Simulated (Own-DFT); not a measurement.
# Which defects push the lattice out? D0_22 TiAl3

Source: density functional calculations with Own-DFT, an unreviewed in-house program that is no longer used. Nothing was measured or relaxed, and spin and spin-orbit coupling are left out.

Common settings: PBE; PseudoDojo norm-conserving scalar-relativistic files; cutoff 42 hartree; 4 x 4 x 4 k mesh centred on Gamma; cold (Marzari-Vanderbilt) smearing of 0.2 eV.

Caveats: forces on such cells failed a check on a denser k mesh; stress not checked against mesh or cutoff.

All runs share one cell, with vectors in Å (-2.365, -6.981, 4.326); (-7.667, 3.491, 1.442); (-2.950, -3.488, -7.241) and a volume of 625.4 Å³. u is the rms random offset of the atoms per axis. The defect's site can differ from row to row.

| cell | formula | u (Å) | P (GPa) |
|---|---|---|---|
| no defect | Al30Ti10 | 0.0163 | 1.94 |
| no defect | Al30Ti10 | 0.0485 | 2.60 |
| no defect | Al30Ti10 | 0.0533 | 2.67 |
| two Ti on an Al site each | Al28Ti12 | 0.0285 | 3.11 |
| two Ti on an Al site each | Al28Ti12 | 0.0294 | ? |
| two Ti on an Al site each | Al28Ti12 | 0.0480 | 3.52 |
| two Ti on an Al site each | Al28Ti12 | 0.0566 | 4.05 |
| two Al on a Ti site each | Al32Ti8 | 0.0301 | 2.93 |
| two Al on a Ti site each | Al32Ti8 | 0.0304 | 2.95 |
| two Al on a Ti site each | Al32Ti8 | 0.0483 | 3.29 |
| two Al vacancies | Al28Ti10 | 0.0289 | 1.26 |
| two Al vacancies | Al28Ti10 | 0.0296 | 1.23 |
| two Al vacancies | Al28Ti10 | 0.0539 | 1.76 |

## Worked fit

P = P0 + c u² + a shift for each defect gives P0 = 1.86 GPa, c = 300 ± 27 GPa/Å² and a scatter of 0.09 GPa. The shifts, and each times the cell's volume:

- two Ti on an Al site each: 1.07 ± 0.07 GPa, 4.2 eV (2.1 eV for each of its 2 sites)
- two Al on a Ti site each: 0.78 ± 0.07 GPa, 3.0 eV (1.5 eV for each of its 2 sites)
- two Al vacancies: -0.91 ± 0.07 GPa, -3.5 eV (-1.8 eV for each of its 2 sites)

A positive shift means that the defect pushes the cell outwards. Shift times volume (160.2 GPa Å³ is 1 eV) depends little on the cell's size, so, taken for each site, it can be compared between cells at like pressure. The atoms around the defects weren't relaxed, which would change these numbers.

## Prediction

Asked: what pressure belongs in the blank (two Ti on an Al site each, u = 0.0294 Å)?

From the fit: 3.19 ± 0.11 GPa. Computed: 3.15 GPa.
